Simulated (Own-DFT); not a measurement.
Hf36O71 (tetragonal hafnia with one neutral oxygen vacancy, atoms displaced) (calculated)

All values are calculated (Own-DFT development build). A calculation, not a measurement: plane-wave PBE and HSE06 DFT by an unreviewed code, no spin, of a simulated cell at Gamma alone, so results move with cell size and shape, stress positive in tension, energies less offsets, not probed for a lower state with spin; hafnium file: forces about 75 meV/angstrom off all-electron values; oxygen file: force components 24 meV/angstrom off all-electron in a glass; k mesh not checked against a denser one; forces and stress are PBE's, HSE06 gives the energy alone, and its difference from PBE has offsets of its own; offsets are fitted by least squares, one for each functional and potential file, so energies compare only between cells with the same atoms and settings and are not formation energies; the far tail of each file's local potential was reset to the Coulomb form; each entry is a single point on an unrelaxed cell, so the pressure reflects the starting lattice, taken from the Materials Project, from which strain is counted, and rises with the displacements; printed positions are rounded, which can move forces by about a meV/angstrom; the program is a retired in-house code; no spin-orbit coupling.

Common to all runs: first functional PBE; second functional HSE06; exact exchange share 0.25; screening 0.11 1/bohr; exchange divergence Gygi-Baldereschi; potential files PseudoDojo norm-conserving, scalar-relativistic, made for PBE, standard set; wave cutoff 48 hartree; occupations fixed; k mesh 1 x 1 x 1 centred on Gamma.

(1) 
```cif
# cell vector a (Å): 10.7800 0.0000 0.0000
# cell vector b (Å): 0.0000 10.7800 0.0000
# cell vector c (Å): 0.0000 0.0000 10.4493
data_Hf36O71
_symmetry_space_group_name_H-M 'P 1'
_symmetry_Int_Tables_number 1
_cell_length_a 10.7800
_cell_length_b 10.7800
_cell_length_c 10.4493
_cell_angle_alpha 90.000
_cell_angle_beta 90.000
_cell_angle_gamma 90.000
_cell_volume 1214.30
loop_
_atom_site_label
_atom_site_type_symbol
_atom_site_fract_x
_atom_site_fract_y
_atom_site_fract_z
_atom_site_occupancy
Hf1 Hf 0.99989 0.99917 0.00283 1
Hf2 Hf 0.16763 0.16532 0.24744 1
O1 O 0.99510 0.16350 0.15227 1
O2 O 0.16510 0.00069 0.35136 1
O3 O 0.00200 0.16442 0.40735 1
O4 O 0.17260 0.99609 0.10006 1
Hf3 Hf 0.99790 0.99898 0.49950 1
Hf4 Hf 0.16784 0.16494 0.75155 1
O5 O 0.99426 0.16412 0.65389 1
O6 O 0.16462 0.00405 0.84618 1
O7 O 0.99911 0.16340 0.90179 1
O8 O 0.16707 0.99663 0.59750 1
Hf5 Hf 0.99842 0.33077 0.00247 1
Hf6 Hf 0.16391 0.50462 0.24600 1
O9 O 0.99979 0.49712 0.15835 1
O10 O 0.16595 0.33431 0.34851 1
O11 O 0.00395 0.49922 0.39876 1
O12 O 0.16850 0.33693 0.09595 1
Hf7 Hf 0.99959 0.33936 0.50436 1
Hf8 Hf 0.16854 0.49725 0.75298 1
O13 O 0.00028 0.49993 0.65170 1
O14 O 0.16977 0.33294 0.85319 1
O15 O 0.99645 0.49823 0.90174 1
O16 O 0.16801 0.33058 0.59904 1
Hf9 Hf 0.00442 0.67003 0.00709 1
Hf10 Hf 0.16396 0.83615 0.25177 1
O17 O 0.00265 0.83539 0.14971 1
O18 O 0.99876 0.83608 0.40460 1
O19 O 0.16776 0.66595 0.09706 1
Hf11 Hf 0.00183 0.66365 0.49854 1
Hf12 Hf 0.16756 0.83045 0.75482 1
O20 O 0.00394 0.83015 0.65522 1
O21 O 0.17537 0.66737 0.84717 1
O22 O 0.99744 0.83171 0.90676 1
O23 O 0.16737 0.66389 0.59875 1
Hf13 Hf 0.33796 0.99808 0.00082 1
Hf14 Hf 0.50181 0.16678 0.25188 1
O24 O 0.33495 0.16737 0.15350 1
O25 O 0.50220 0.99926 0.34507 1
O26 O 0.33680 0.16679 0.40787 1
O27 O 0.49877 0.00512 0.09779 1
Hf15 Hf 0.33683 0.99909 0.49969 1
Hf16 Hf 0.49618 0.16325 0.75035 1
O28 O 0.34184 0.16986 0.65483 1
O29 O 0.50410 0.00290 0.84483 1
O30 O 0.33007 0.16470 0.90035 1
O31 O 0.50524 0.00288 0.59870 1
Hf17 Hf 0.33409 0.33583 0.00074 1
Hf18 Hf 0.50181 0.49788 0.25094 1
O32 O 0.33169 0.49650 0.15208 1
O33 O 0.50235 0.33487 0.34759 1
O34 O 0.33569 0.50279 0.40450 1
O35 O 0.49949 0.33200 0.09685 1
Hf19 Hf 0.33190 0.33755 0.49451 1
Hf20 Hf 0.50011 0.49876 0.74957 1
O36 O 0.33053 0.49852 0.65010 1
O37 O 0.49721 0.33575 0.84527 1
O38 O 0.33056 0.50069 0.89880 1
O39 O 0.50506 0.33283 0.59917 1
Hf21 Hf 0.33590 0.66737 0.99662 1
Hf22 Hf 0.49976 0.83688 0.24693 1
O40 O 0.33567 0.82992 0.14402 1
O41 O 0.50195 0.66621 0.35113 1
O42 O 0.33220 0.83455 0.40380 1
O43 O 0.50076 0.66667 0.09792 1
Hf23 Hf 0.32918 0.66295 0.50240 1
Hf24 Hf 0.50569 0.83624 0.74953 1
O44 O 0.33255 0.82485 0.65226 1
O45 O 0.49780 0.66301 0.84630 1
O46 O 0.33417 0.83368 0.89887 1
O47 O 0.50225 0.66846 0.59939 1
Hf25 Hf 0.66903 0.00453 0.00561 1
Hf26 Hf 0.83429 0.16475 0.25253 1
O48 O 0.66466 0.16490 0.15141 1
O49 O 0.82911 0.99958 0.35226 1
O50 O 0.66370 0.17007 0.40278 1
O51 O 0.83454 0.99751 0.09293 1
Hf27 Hf 0.67062 0.00480 0.49714 1
Hf28 Hf 0.83049 0.16473 0.75705 1
O52 O 0.66545 0.16274 0.65792 1
O53 O 0.82889 0.00303 0.85079 1
O54 O 0.66531 0.16740 0.89822 1
O55 O 0.82919 0.00171 0.59597 1
Hf29 Hf 0.66891 0.33399 0.99846 1
Hf30 Hf 0.82853 0.49563 0.24851 1
O56 O 0.66532 0.49751 0.14831 1
O57 O 0.83426 0.33116 0.35532 1
O58 O 0.66757 0.50106 0.40358 1
O59 O 0.83198 0.33661 0.09648 1
Hf31 Hf 0.66855 0.33647 0.50031 1
Hf32 Hf 0.83418 0.50155 0.75143 1
O60 O 0.66731 0.49764 0.65112 1
O61 O 0.83011 0.33095 0.85421 1
O62 O 0.66390 0.49643 0.90191 1
O63 O 0.83177 0.33140 0.59428 1
Hf33 Hf 0.66651 0.66448 0.00014 1
Hf34 Hf 0.83143 0.83065 0.24730 1
O64 O 0.66594 0.83092 0.14974 1
O65 O 0.83618 0.66297 0.35071 1
O66 O 0.66507 0.83440 0.40213 1
O67 O 0.83180 0.66699 0.09764 1
Hf35 Hf 0.67070 0.66798 0.49700 1
Hf36 Hf 0.83566 0.83302 0.74936 1
O68 O 0.67207 0.83371 0.65440 1
O69 O 0.83602 0.66568 0.84477 1
O70 O 0.66476 0.83108 0.89959 1
O71 O 0.83361 0.66903 0.59853 1
_calc_PBE_energy_of_cell_above_offsets '-100.863'  # eV
_calc_HSE06_less_PBE_above_offsets '-0.140'  # eV
_calc_PBE_pressure 0.64  # GPa
_calc_PBE_stress_xx -0.58  # GPa
_calc_PBE_stress_yy -0.17  # GPa
_calc_PBE_stress_zz -1.16  # GPa
_calc_PBE_stress_yz 0.44  # GPa
_calc_PBE_stress_xz -0.41  # GPa
_calc_PBE_stress_xy 0.07  # GPa
```

Force:
```tsv
element	x (eV/Å)	y (eV/Å)	z (eV/Å)
Hf	0.934	0.239	-0.905
Hf	0.088	0.439	0.834
O	0.825	0.097	0.024
O	0.146	0.064	-0.831
O	-0.293	0.581	-0.689
O	-0.855	0.389	-0.052
Hf	0.592	0.925	1.231
Hf	-0.042	0.478	-0.777
O	0.857	0.124	0.454
O	-0.132	-1.372	0.514
O	0.08	0.569	0.677
O	0.414	0.434	-0.099
Hf	0.529	0.283	-0.92
Hf	0.535	-0.4	0.95
O	-0.58	0.25	-0.794
O	0.402	-0.163	-0.536
O	0.267	0.515	0.444
O	-0.895	-0.574	0.363
Hf	0.202	-1.353	-0.136
Hf	0.146	-0.184	-0.063
O	-0.05	-0.192	-0.109
O	-0.44	-0.146	-0.585
O	0.384	0.392	0.678
O	-0.19	0.095	0.034
Hf	-1.015	-0.871	-1.177
Hf	1.145	-0.182	0.357
O	-0.626	-0.239	0.591
O	0.304	-1.081	-0.755
O	0.098	-0.154	0.63
Hf	-0.233	0.416	0.353
Hf	0.706	1.087	-1.072
O	-0.553	0.147	0.042
O	-0.78	-0.524	0.48
O	0.294	0.195	-0.125
O	-0.783	-0.123	-0.635
Hf	-0.604	0.322	-0.746
Hf	-0.486	0.398	0.003
O	-0.353	0.012	0.295
O	-0.222	0.175	0.085
O	-0.073	-0.072	-0.76
O	0.59	-0.448	0.22
Hf	-0.428	0.001	0.917
Hf	1.423	1.322	-0.021
O	-2.326	-0.361	-0.601
O	-0.369	-1.078	0.949
O	0.272	0.033	0.672
O	-0.84	-0.713	-0.405
Hf	0.152	-0.346	-0.647
Hf	-0.688	0.887	-0.09
O	0.512	0.257	0.154
O	-0.278	-0.04	-0.134
O	-0.479	-0.171	-0.895
O	0.402	0.034	0.114
Hf	0.503	-0.705	1.402
Hf	0.063	-0.135	-0.75
O	0.342	-0.016	0.071
O	-0.143	-0.508	0.528
O	0.024	-0.13	0.455
O	-0.857	0.387	-0.798
Hf	0.455	0.038	-0.166
Hf	-0.329	-1.434	0.66
O	-0.354	0.211	1
O	0.043	0.207	-0.978
O	-0.36	-0.519	-0.682
O	0.148	-0.227	-0.154
Hf	1.596	1.281	0.524
Hf	-0.293	-0.89	-0.429
O	0.267	0.662	0.349
O	0.067	0.695	0.436
O	0.093	0.431	0.313
O	0.157	-0.175	-0.45
Hf	-0.633	-0.273	-1.877
Hf	-0.421	0.421	0.798
O	1.088	-0.21	0.141
O	0.195	-0.046	-1.242
O	0.108	-0.261	-0.421
O	-0.143	-0.097	1.322
Hf	-0.583	-0.252	0.8
Hf	-0.2	0.398	-1.178
O	0.468	0.179	-0.583
O	0.312	-1.195	0.115
O	0.096	-0.01	1.42
O	1.064	-0.441	0.352
Hf	-0.887	-0.416	-0.589
Hf	0.379	0.043	0.587
O	0.218	0.127	0.448
O	0.061	0.19	-1.423
O	0.224	-0.13	-0.868
O	0.256	-0.196	0.984
Hf	-0.611	-0.227	0.904
Hf	-0.324	-0.493	-0.1
O	0.456	0.247	0.322
O	0.305	0.537	-0.501
O	0.319	0.831	-0.038
O	0.469	0.364	0.81
Hf	-0.556	0.304	-0.808
Hf	-0.071	-0.283	0.79
O	0.24	0.418	0.239
O	-0.19	0.499	-0.79
O	0.43	-0.043	-0.37
O	0.583	0.073	0.34
Hf	-1.196	0.255	0.808
Hf	-0.248	0.079	0.079
O	-0.443	-0.054	-0.277
O	-0.281	0.127	0.375
O	-0.002	0.227	0.775
O	0.398	-0.232	-0.175
```

(2) 
```cif
# cell vector a (Å): 10.7800 0.0000 0.0000
# cell vector b (Å): 0.0000 10.7800 0.0000
# cell vector c (Å): 0.0000 0.0000 10.4493
data_Hf36O71
_symmetry_space_group_name_H-M 'P 1'
_symmetry_Int_Tables_number 1
_cell_length_a 10.7800
_cell_length_b 10.7800
_cell_length_c 10.4493
_cell_angle_alpha 90.000
_cell_angle_beta 90.000
_cell_angle_gamma 90.000
_cell_volume 1214.30
loop_
_atom_site_label
_atom_site_type_symbol
_atom_site_fract_x
_atom_site_fract_y
_atom_site_fract_z
_atom_site_occupancy
Hf1 Hf 0.00515 0.99834 0.99744 1
Hf2 Hf 0.16624 0.16816 0.25061 1
O1 O 0.99967 0.16699 0.14961 1
O2 O 0.17059 0.99715 0.34879 1
O3 O 0.00323 0.16805 0.39501 1
O4 O 0.16381 0.99862 0.10014 1
Hf3 Hf 0.00045 0.99907 0.49935 1
Hf4 Hf 0.16723 0.16783 0.74775 1
O5 O 0.00124 0.16855 0.65691 1
O6 O 0.17389 0.99987 0.85030 1
O7 O 0.00180 0.16628 0.90500 1
O8 O 0.17025 0.00407 0.59697 1
Hf5 Hf 0.99933 0.33306 0.99915 1
Hf6 Hf 0.17079 0.49765 0.24393 1
O9 O 0.99718 0.49913 0.14841 1
O10 O 0.17110 0.33143 0.34353 1
O11 O 0.99811 0.49364 0.40206 1
O12 O 0.16763 0.33317 0.09626 1
Hf7 Hf 0.00032 0.33058 0.50104 1
Hf8 Hf 0.16904 0.49728 0.75270 1
O13 O 0.99864 0.49688 0.64649 1
O14 O 0.16586 0.33408 0.84432 1
O15 O 0.99992 0.50499 0.90817 1
O16 O 0.16645 0.33223 0.59765 1
Hf9 Hf 0.00053 0.66673 0.00061 1
Hf10 Hf 0.16725 0.83375 0.24618 1
O17 O 0.99973 0.83440 0.15075 1
O18 O 0.16784 0.66922 0.34764 1
O19 O 0.00317 0.83643 0.40392 1
O20 O 0.16740 0.66891 0.09865 1
Hf11 Hf 0.99812 0.66162 0.50225 1
Hf12 Hf 0.16424 0.83513 0.75272 1
O21 O 0.00137 0.83260 0.64842 1
O22 O 0.16474 0.66329 0.84450 1
O23 O 0.99333 0.83221 0.90761 1
O24 O 0.16875 0.67250 0.59404 1
Hf13 Hf 0.33262 0.00056 0.99846 1
Hf14 Hf 0.49752 0.16880 0.24662 1
O25 O 0.32795 0.16520 0.15101 1
O26 O 0.50178 0.00192 0.35162 1
O27 O 0.33414 0.16519 0.39474 1
O28 O 0.50522 0.99677 0.09645 1
Hf15 Hf 0.33617 0.99746 0.49270 1
Hf16 Hf 0.50051 0.16724 0.74874 1
O29 O 0.33050 0.16478 0.64852 1
O30 O 0.50260 0.99807 0.84854 1
O31 O 0.32908 0.16973 0.90429 1
O32 O 0.49997 0.00386 0.59269 1
Hf17 Hf 0.33093 0.33429 0.99775 1
Hf18 Hf 0.50038 0.49985 0.25193 1
O33 O 0.33601 0.50110 0.15647 1
O34 O 0.50326 0.33525 0.34677 1
O35 O 0.33062 0.50136 0.40004 1
O36 O 0.49836 0.33222 0.09794 1
Hf19 Hf 0.33086 0.33846 0.50330 1
Hf20 Hf 0.49910 0.49907 0.75418 1
O37 O 0.33517 0.50266 0.65424 1
O38 O 0.50177 0.33493 0.84770 1
O39 O 0.33436 0.50286 0.90169 1
O40 O 0.49673 0.33114 0.59868 1
Hf21 Hf 0.33585 0.66758 0.00069 1
Hf22 Hf 0.49622 0.83134 0.24820 1
O41 O 0.33633 0.83356 0.15216 1
O42 O 0.50337 0.66751 0.35092 1
O43 O 0.33058 0.83256 0.40443 1
O44 O 0.50547 0.66162 0.09765 1
Hf23 Hf 0.33929 0.65608 0.50130 1
Hf24 Hf 0.50282 0.83408 0.74457 1
O45 O 0.33399 0.83276 0.65358 1
O46 O 0.49680 0.66473 0.84823 1
O47 O 0.33521 0.83245 0.90106 1
O48 O 0.50055 0.66213 0.59659 1
Hf25 Hf 0.66843 0.00205 0.99810 1
Hf26 Hf 0.83109 0.16959 0.24711 1
O49 O 0.67063 0.16583 0.15280 1
O50 O 0.83447 0.99955 0.34718 1
O51 O 0.67164 0.16763 0.40105 1
O52 O 0.83266 0.00352 0.10221 1
Hf27 Hf 0.66768 0.00083 0.50262 1
Hf28 Hf 0.82843 0.16884 0.75289 1
O53 O 0.66626 0.16571 0.65015 1
O54 O 0.83376 0.00108 0.84697 1
O55 O 0.66915 0.17019 0.90249 1
O56 O 0.83190 0.00005 0.60008 1
Hf29 Hf 0.66424 0.33475 0.00443 1
Hf30 Hf 0.83344 0.50083 0.25509 1
O57 O 0.66665 0.49943 0.14772 1
O58 O 0.83045 0.33391 0.34496 1
O59 O 0.66449 0.50637 0.40193 1
O60 O 0.82737 0.32768 0.09684 1
Hf31 Hf 0.66646 0.33422 0.49910 1
Hf32 Hf 0.83269 0.50164 0.75339 1
O61 O 0.66380 0.50225 0.65164 1
O62 O 0.83660 0.33325 0.85460 1
O63 O 0.67082 0.49992 0.90331 1
O64 O 0.83423 0.33314 0.59731 1
Hf33 Hf 0.66473 0.66349 0.00250 1
Hf34 Hf 0.83763 0.83859 0.24989 1
O65 O 0.66993 0.83688 0.15495 1
O66 O 0.83683 0.66559 0.35071 1
O67 O 0.66139 0.83260 0.40050 1
Hf35 Hf 0.66667 0.66944 0.50246 1
Hf36 Hf 0.83042 0.83173 0.74985 1
O68 O 0.66333 0.83161 0.64724 1
O69 O 0.83304 0.66859 0.84248 1
O70 O 0.66598 0.83201 0.90817 1
O71 O 0.83106 0.66560 0.59254 1
_calc_PBE_energy_of_cell_above_offsets '-100.775'  # eV
_calc_HSE06_less_PBE_above_offsets '-0.138'  # eV
_calc_PBE_pressure 0.74  # GPa
_calc_PBE_stress_xx -0.46  # GPa
_calc_PBE_stress_yy -0.35  # GPa
_calc_PBE_stress_zz -1.42  # GPa
_calc_PBE_stress_yz -0.54  # GPa
_calc_PBE_stress_xz -0.26  # GPa
_calc_PBE_stress_xy -0.06  # GPa
```

Force:
```tsv
element	x (eV/Å)	y (eV/Å)	z (eV/Å)
Hf	-1.38	0.786	0.988
Hf	-0.567	-0.999	0.267
O	0.306	0.372	0.102
O	-0.205	0.56	-0.453
O	-0.056	-0.186	1.025
O	0.892	-0.27	-0.42
Hf	0.373	0.062	-0.077
Hf	0.026	-0.833	-0.236
O	-0.624	0.007	-0.333
O	-0.57	0.009	0.056
O	0.243	-0.108	-0.36
O	-0.807	-0.222	0.151
Hf	-1.042	-0.217	0.579
Hf	-1.323	0.857	1.014
O	0.283	0.223	0.608
O	0.08	0.916	0.413
O	0.228	0.422	-0.135
O	0.033	0.494	-0.173
Hf	-0.388	-0.048	-0.305
Hf	-0.859	1.068	-0.848
O	0.376	0.401	1.142
O	0.059	0.153	0.603
O	-0.01	-1.003	-1.106
O	0.271	0.278	0.016
Hf	-0.703	0.021	0.919
Hf	-0.184	-0.29	1.338
O	0.024	-0.45	-0.017
O	-0.305	-1.062	-0.784
O	-0.313	-0.618	-0.146
O	0.291	-0.226	-0.45
Hf	1.062	0.58	-0.862
Hf	0.984	-0.719	-1.335
O	-0.658	0.133	1.018
O	0.102	0.717	0.277
O	0.57	0.17	-1.096
O	-0.127	-0.735	0.215
Hf	0.259	-0.155	0.326
Hf	0.05	-0.744	0.622
O	1.157	-0.107	-0.504
O	-0.245	-0.14	-1.136
O	0.188	0.977	0.705
O	-1.136	0.513	-0.016
Hf	-0.615	0.324	0.288
Hf	-0.488	-0.273	-0.353
O	0.809	0.529	0.669
O	-0.175	0.709	-0.553
O	0.459	-0.239	-0.376
O	0.256	-0.177	1.026
Hf	0.343	-0.205	0.365
Hf	1.055	0.523	0.069
O	-0.088	-0.019	-0.854
O	-0.045	-0.2	0.133
O	0.233	-1.042	-0.02
O	-0.497	-0.162	0.074
Hf	0.23	-1.762	-0.861
Hf	0.731	0.536	-0.485
O	-0.479	-0.463	-0.483
O	-0.268	-0.503	0.136
O	-0.295	-0.696	0.256
O	0.363	0.078	-0.161
Hf	0.059	0.523	-0.271
Hf	1.807	0.833	1.122
O	-0.531	-0.07	-0.64
O	-0.787	-0.431	-0.587
O	0.679	-0.825	-0.409
O	-1.424	0.405	0.406
Hf	-1.423	2.664	-0.046
Hf	-1.463	-0.264	0.819
O	0.231	0.234	0.402
O	0.255	0.429	-0.157
O	-0.268	-0.039	0.631
O	0.151	0.227	0.624
Hf	0.546	-0.512	0.746
Hf	0.75	-0.697	0.103
O	-1.796	0.141	-0.299
O	0.052	0.522	0.519
O	-0.262	0.103	0.422
O	0.623	-0.256	-0.876
Hf	-0.117	-0.128	-1.439
Hf	0.813	-0.116	-0.076
O	-0.228	0.259	0.344
O	-0.228	-0.255	-0.087
O	-0.249	-0.214	-0.401
O	0.384	-0.055	-0.094
Hf	0.584	0.049	-0.274
Hf	0.076	0.348	-0.66
O	0.111	0.156	0.711
O	-0.137	0.103	0.566
O	0.169	-1.146	0.007
O	1.174	0.212	0.164
Hf	0.075	0.138	-0.33
Hf	-0.173	-0.608	-0.52
O	0.546	-0.448	0.575
O	0.153	0.427	-0.903
O	-0.161	-0.028	-0.362
O	-0.556	-0.137	0.123
Hf	1.517	0.491	0.066
Hf	-0.785	-0.428	0.115
O	-0.266	-0.779	-0.039
O	0.165	0.472	-0.883
O	0.473	0.331	0.636
Hf	-0.377	0.145	-1.102
Hf	0.542	0.882	-0.258
O	0.765	0.1	0.509
O	0.026	-0.361	0.398
O	0.158	-0.081	-0.868
O	0.462	0.14	1.11
```
